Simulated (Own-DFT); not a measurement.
## Calculated data, HfO2 (monoclinic hafnia, atoms displaced)

Computed with Own-DFT development build. A calculation, not a measurement: plane-wave density functional theory by an unreviewed code, no spin, of a simulated periodic cell, stress positive in tension, run twice, with PBE and with PBEsol, both on files made for PBE, so the change isn't that of files made for PBEsol, hafnium file: forces about 75 meV/angstrom off all-electron values; oxygen file: force components 24 meV/angstrom off all-electron in one glass; forces on such cells passed a denser k mesh, this cell's mesh not checked; the far tail of each file's local potential was reset to the Coulomb form; each entry is a single point on an unrelaxed cell, so the pressure reflects the starting lattice, mostly measured values (interpolated for alloys), from which strain is counted, and rises with the displacements; printed positions are rounded, which can move forces by about a meV/angstrom; the program, named Own-DFT, is a retired in-house code; no spin-orbit coupling; stress was not checked against mesh or cutoff.

HfO2 (monoclinic hafnia, atoms displaced)

```xyz
96
Lattice="10.2340 0.0000 0.0000 0.0000 10.3500 0.0000 -1.6955 0.0000 10.4453" Properties=species:S:1:pos:R:3 HfO2
Hf     1.2513     0.1891     1.0850
Hf     3.4593     2.8202     1.5117
Hf     3.0385     4.9601     4.1496
Hf     0.8448     2.3336     3.7070
O      0.1230     1.7773     1.8211
O      4.6271     4.2913     0.7968
O      4.1647     3.4956     3.4261
O     -0.3122     0.8795     4.4449
O      1.8996     3.9245     2.5124
O      2.7785     1.3277     0.1070
O      2.3938     1.2187     2.6979
O      1.4611     3.8346     5.1404
Hf     0.3609     0.2468     6.2998
Hf     2.6016     2.7561     6.7382
Hf     2.2032     4.9633     9.3677
Hf    -0.0621     2.3818     8.9318
O     -0.7703     1.7259     7.0438
O      3.7671     4.3169     6.0120
O      3.3018     3.4700     8.6420
O     -1.1558     0.8912     9.6538
O      1.0563     3.8895     7.7173
O      1.9727     1.3506     5.3301
O      1.5164     1.2309     7.9119
O      0.6525     3.8562    10.3513
Hf     1.2454     5.4344     1.0580
Hf     3.4447     7.9370     1.4990
Hf     3.0352    10.1466     4.1266
Hf     0.7974     7.5799     3.7035
O      0.0503     6.9179     1.8342
O      4.6281     9.5059     0.8135
O      4.1801     8.6121     3.4040
O     -0.3315     6.0223     4.4025
O      1.8614     9.1049     2.4909
O      2.8130     6.5230     0.1015
O      2.3494     6.4281     2.7330
O      1.4628     8.9829     5.1277
Hf     0.3604     5.4025     6.3460
Hf     2.5730     7.9274     6.7486
Hf     2.1596    10.1429     9.3651
Hf    -0.0457     7.5314     8.9177
O     -0.7698     6.9045     7.0401
O      3.7400     9.5303     6.0471
O      3.3360     8.6224     8.6470
O     -1.1624     6.0548     9.6614
O      1.0223     9.0912     7.7115
O      1.9591     6.4917     5.3208
O      1.5381     6.4180     7.9333
O      0.6179     9.0159    10.3615
Hf     6.3358     0.2315     1.1315
Hf     8.5974     2.7983     1.5435
Hf     8.1419     4.9683     4.1375
Hf     5.9474     2.3943     3.6675
O      5.1736     1.7250     1.8328
O      9.7186     4.2777     0.7594
O      9.3226     3.4531     3.4064
O      4.7917     0.8643     4.4433
O      6.9886     3.9238     2.5031
O      7.9230     1.3553     0.0950
O      7.5102     1.2650     2.7140
O      6.5573     3.8409     5.1049
Hf     5.5003     0.2203     6.2991
Hf     7.7023     2.8084     6.7587
Hf     7.3228     4.9649     9.3491
Hf     5.0667     2.3892     8.9045
O      4.3281     1.6587     7.0626
O      8.8618     4.2800     6.0243
O      8.4255     3.4560     8.6289
O      3.9312     0.8831     9.6436
O      6.1488     3.9388     7.7236
O      7.0788     1.3163     5.3206
O      6.6167     1.2457     7.9634
O      5.7624     3.8488    10.3332
Hf     6.3458     5.3874     1.0751
Hf     8.5531     7.9849     1.4896
Hf     8.1441    10.1665     4.1299
Hf     5.9266     7.5463     3.6734
O      5.1709     6.9230     1.8141
O      9.7467     9.4838     0.8397
O      9.3219     8.6137     3.4207
O      4.7727     6.0414     4.4616
O      7.0129     9.1122     2.5405
O      7.9024     6.5127     0.1409
O      7.4833     6.4364     2.7281
O      6.5476     8.9874     5.1085
Hf     5.4999     5.3664     6.3177
Hf     7.7162     7.9704     6.7544
Hf     7.3157    10.1323     9.3560
Hf     5.1027     7.5802     8.8960
O      4.3658     6.9005     7.0330
O      8.8788     9.5103     6.0225
O      8.4592     8.6511     8.6267
O      3.9087     6.0437     9.6555
O      6.1773     9.1067     7.7333
O      7.0536     6.4823     5.3226
O      6.7008     6.4131     7.9390
O      5.7134     9.0138    10.3368
```

```
functional                                        : PBE, then PBEsol
potential files                                   : PseudoDojo norm-conserving, scalar-relativistic, standard set
wave cutoff                                       : 72 hartree
occupations                                       : Fermi-Dirac
smearing width                                    : 0.1 eV
k mesh                                            : 2 x 2 x 2 centred on Gamma
PBE pressure                                      : 3.96 GPa
PBE stress xx                                     : -3.66 GPa
PBE stress yy                                     : -3.86 GPa
PBE stress zz                                     : -4.36 GPa
PBE stress yz                                     : -0.2 GPa
PBE stress xz                                     : -0.14 GPa
PBE stress xy                                     : 0.08 GPa
PBEsol pressure                                   : -2.5 GPa
PBEsol stress xx                                  : 2.81 GPa
PBEsol stress yy                                  : 2.55 GPa
PBEsol stress zz                                  : 2.14 GPa
PBEsol stress yz                                  : -0.19 GPa
PBEsol stress xz                                  : 0.22 GPa
PBEsol stress xy                                  : 0.08 GPa
rms change of force components from PBE to PBEsol : 0.038 eV/Å
```

Force:
```csv
force element,PBE force x (eV/Å),PBE force y (eV/Å),PBE force z (eV/Å),PBEsol force x (eV/Å),PBEsol force y (eV/Å),PBEsol force z (eV/Å)
Hf,-0.069,0.569,0.453,-0.048,0.596,0.422
Hf,-0.643,-0.093,0.42,-0.635,-0.034,0.435
Hf,-0.662,0.345,0.042,-0.646,0.283,0.071
Hf,0.041,1.511,-0.265,0.044,1.43,-0.285
O,-0.249,-0.677,-0.442,-0.239,-0.646,-0.37
O,0.456,0.302,0.162,0.431,0.31,0.107
O,1.173,-1.078,-0.359,1.132,-1.06,-0.4
O,-0.912,-0.416,-0.502,-0.873,-0.419,-0.434
O,-0.182,0.083,-0.454,-0.104,0.072,-0.445
O,0.579,0.278,-0.022,0.499,0.261,-0.021
O,0.175,0.279,0.289,0.099,0.273,0.288
O,-0.118,-0.155,-0.227,-0.044,-0.153,-0.221
Hf,0.598,-0.852,0.475,0.581,-0.78,0.441
Hf,0.001,0.962,0.044,-0.024,0.986,0.066
Hf,-0.143,-0.191,-0.416,-0.135,-0.244,-0.378
Hf,0.748,0.293,-0.219,0.735,0.228,-0.244
O,-0.725,0.37,-0.024,-0.691,0.373,0.027
O,0.132,-0.515,0.656,0.125,-0.48,0.581
O,1,-0.629,-0.093,0.964,-0.622,-0.135
O,-1.26,-0.811,-0.213,-1.213,-0.8,-0.163
O,-0.578,0.448,0.049,-0.501,0.432,0.043
O,0.069,-0.468,-0.263,0.002,-0.456,-0.254
O,0.106,0.203,0.474,0.043,0.206,0.456
O,-0.541,-0.043,-0.278,-0.459,-0.038,-0.267
Hf,-0.464,-0.939,1.523,-0.441,-0.865,1.457
Hf,0.146,1.076,0.875,0.138,1.095,0.883
Hf,0.371,-0.723,0.358,0.36,-0.753,0.377
Hf,0.184,-0.534,0.07,0.182,-0.565,0.038
O,-0.01,-0.42,-0.902,0.003,-0.387,-0.836
O,-0.196,-0.236,0.121,-0.196,-0.212,0.067
O,-0.044,0.235,0.167,-0.048,0.216,0.111
O,-0.489,-0.155,0.409,-0.473,-0.162,0.453
O,0.188,-0.305,0.153,0.239,-0.3,0.142
O,0.012,-0.179,-0.096,-0.058,-0.177,-0.085
O,0.367,0.199,-0.554,0.296,0.204,-0.55
O,0.024,0.488,-0.131,0.088,0.473,-0.134
Hf,0.611,-1.028,-1.152,0.61,-0.958,-1.154
Hf,0.696,1.073,-0.299,0.662,1.093,-0.267
Hf,0.72,-0.021,-0.262,0.697,-0.069,-0.228
Hf,0.55,1.111,-0.15,0.543,1.035,-0.174
O,-0.432,0.139,0.001,-0.408,0.146,0.059
O,0.045,-0.508,0.082,0.045,-0.474,0.021
O,0.202,-0.125,0.123,0.194,-0.137,0.073
O,-0.752,-0.256,-0.411,-0.716,-0.26,-0.35
O,-0.104,-0.174,0.261,-0.037,-0.179,0.254
O,-0.179,0.104,0.595,-0.237,0.102,0.592
O,-0.177,0.011,0.255,-0.238,0.024,0.243
O,-0.173,-0.225,-0.498,-0.104,-0.208,-0.48
Hf,0.133,-0.1,-1.032,0.127,-0.051,-1.034
Hf,0.068,0.123,-0.459,0.071,0.171,-0.425
Hf,0.372,-0.017,-0.144,0.355,-0.06,-0.113
Hf,-0.616,0.111,0.718,-0.588,0.066,0.675
O,-0.08,0.068,-0.135,-0.062,0.082,-0.081
O,1.134,0.811,0.27,1.087,0.806,0.211
O,0.017,-0.009,0.337,0,-0.026,0.275
O,-0.392,0.225,-0.657,-0.373,0.198,-0.587
O,0.042,-0.006,-0.093,0.099,-0.017,-0.085
O,0.098,-0.28,0.395,0.031,-0.274,0.385
O,0.012,-0.027,0.136,-0.059,-0.022,0.138
O,0.059,-0.257,0.071,0.12,-0.242,0.068
Hf,-0.199,-0.613,0.093,-0.204,-0.55,0.063
Hf,0.045,-0.358,-0.446,0.043,-0.29,-0.411
Hf,-0.734,-0.222,0.414,-0.728,-0.283,0.429
Hf,0.002,-0.243,0.722,0.011,-0.301,0.685
O,-0.491,0.88,-0.131,-0.466,0.875,-0.085
O,0.465,0.466,0.221,0.438,0.468,0.173
O,0.71,-0.191,0.115,0.679,-0.196,0.063
O,-0.607,-0.248,0.177,-0.58,-0.252,0.217
O,-0.096,-0.344,0.041,-0.023,-0.342,0.036
O,0.282,0.365,0.131,0.214,0.345,0.122
O,0.54,0.129,-0.229,0.462,0.129,-0.22
O,-0.522,0.172,-0.161,-0.443,0.177,-0.16
Hf,0.188,0.057,0.211,0.191,0.102,0.174
Hf,0.205,-0.112,1.001,0.199,-0.068,1.004
Hf,0.165,-0.89,0.289,0.145,-0.915,0.311
Hf,-0.306,-0.073,0.837,-0.294,-0.115,0.797
O,0.199,-0.588,-0.508,0.198,-0.553,-0.447
O,-0.121,0.255,-0.542,-0.124,0.254,-0.58
O,-0.562,0.658,0.187,-0.548,0.627,0.13
O,-0.28,0.151,-0.656,-0.262,0.125,-0.588
O,-0.053,0.135,-0.512,0.01,0.129,-0.5
O,0.28,0.007,-0.574,0.208,0.01,-0.551
O,0.102,-0.1,-0.23,0.032,-0.091,-0.223
O,0.416,0.278,0.142,0.47,0.278,0.134
Hf,-0.155,0.42,-0.386,-0.147,0.457,-0.414
Hf,-0.177,0.192,-0.827,-0.184,0.233,-0.773
Hf,-0.375,0.731,0.389,-0.38,0.665,0.397
Hf,-0.705,-0.367,0.258,-0.69,-0.394,0.229
O,-0.298,0.198,0.073,-0.283,0.203,0.123
O,-0.168,-0.262,0.151,-0.168,-0.236,0.098
O,0.588,-0.434,0.276,0.559,-0.439,0.22
O,0.182,0.281,-0.247,0.181,0.249,-0.184
O,-0.143,-0.253,-0.015,-0.074,-0.26,-0.008
O,0.526,0.273,0.331,0.448,0.255,0.321
O,-0.156,0.435,0.188,-0.21,0.434,0.182
O,0.305,0.248,-0.015,0.367,0.239,-0.02
```
